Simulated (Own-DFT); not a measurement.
# What a defect does to the pressure of its cell: monoclinic HfO2

Source: density functional calculations with Own-DFT, an unreviewed in-house program that is no longer used. Nothing was measured or relaxed, and spin and spin-orbit coupling are left out.

Method: PBE; PseudoDojo norm-conserving scalar-relativistic files; cutoff 72 hartree; 2 x 2 x 2 k mesh centred on Gamma; Fermi-Dirac smearing of 0.1 eV.

Keep in mind (not all hold for every row): not probed for a lower state with spin; hafnium file: forces about 75 meV/angstrom off all-electron values; oxygen file: force components 24 meV/angstrom off all-electron in a glass; forces on such cells passed a denser k mesh, each cell not checked; stress not checked against mesh or cutoff.

All runs share one cell, with vectors in Å (10.234, 0.000, 0.000); (0.000, 10.350, 0.000); (-1.696, 0.000, 10.445) and a volume of 1106.4 Å³. The atoms are randomly displaced, by u rms on each axis. The defect's site can differ from row to row.

| cell | formula | u (Å) | P (GPa) |
|---|---|---|---|
| no defect | Hf32O64 | 0.0192 | 3.83 |
| no defect | Hf32O64 | 0.0202 | 3.64 |
| no defect | Hf32O64 | 0.0469 | 5.69 |
| two Al on a Hf site each and one O vacancy | Al2Hf30O63 | 0.0284 | 1.41 |
| two Al on a Hf site each and one O vacancy | Al2Hf30O63 | 0.0295 | 1.89 |
| two Al on a Hf site each and one O vacancy | Al2Hf30O63 | 0.0504 | 3.60 |
| two O vacancies | Hf32O62 | 0.0288 | 3.45 |
| two O vacancies | Hf32O62 | 0.0313 | ? |
| two O vacancies | Hf32O62 | 0.0519 | 5.33 |
| two O vacancies | Hf32O62 | 0.0530 | 5.30 |
| two Al on a Hf site each | Al2Hf30O64 | 0.0306 | 2.39 |
| two Al on a Hf site each | Al2Hf30O64 | 0.0306 | 2.30 |
| two Al on a Hf site each | Al2Hf30O64 | 0.0512 | 3.94 |
| one O vacancy | Hf32O63 | 0.0295 | 4.13 |
| one O vacancy | Hf32O63 | 0.0319 | 4.02 |
| one O vacancy | Hf32O63 | 0.0466 | 5.51 |

## What the rows give

P = P0 + c u² + a shift for each defect gives P0 = 3.35 GPa, c = 1046 ± 53 GPa/Å² and a scatter of 0.16 GPa. The shifts, and each times the cell's volume:

- one O vacancy: -0.21 ± 0.13 GPa, -1.5 eV (not resolved)
- two O vacancies: -0.87 ± 0.15 GPa, -6.0 eV (-3.0 eV for each of its 2 sites)
- two Al on a Hf site each: -2.04 ± 0.14 GPa, -14.1 eV (-7.1 eV for each of its 2 sites)
- two Al on a Hf site each and one O vacancy: -2.52 ± 0.13 GPa, -17.4 eV

Against the defect-free cell, a freed cell would be larger where the shift is positive and smaller where it is negative (160.2 GPa Å³ is 1 eV). The atoms around the defects weren't relaxed, which would change these numbers.

## The run left out

Question: what pressure belongs in the blank (two O vacancies, u = 0.0313 Å)?

The fitted form gives 3.50 ± 0.20 GPa. The hidden result is 3.75 GPa.
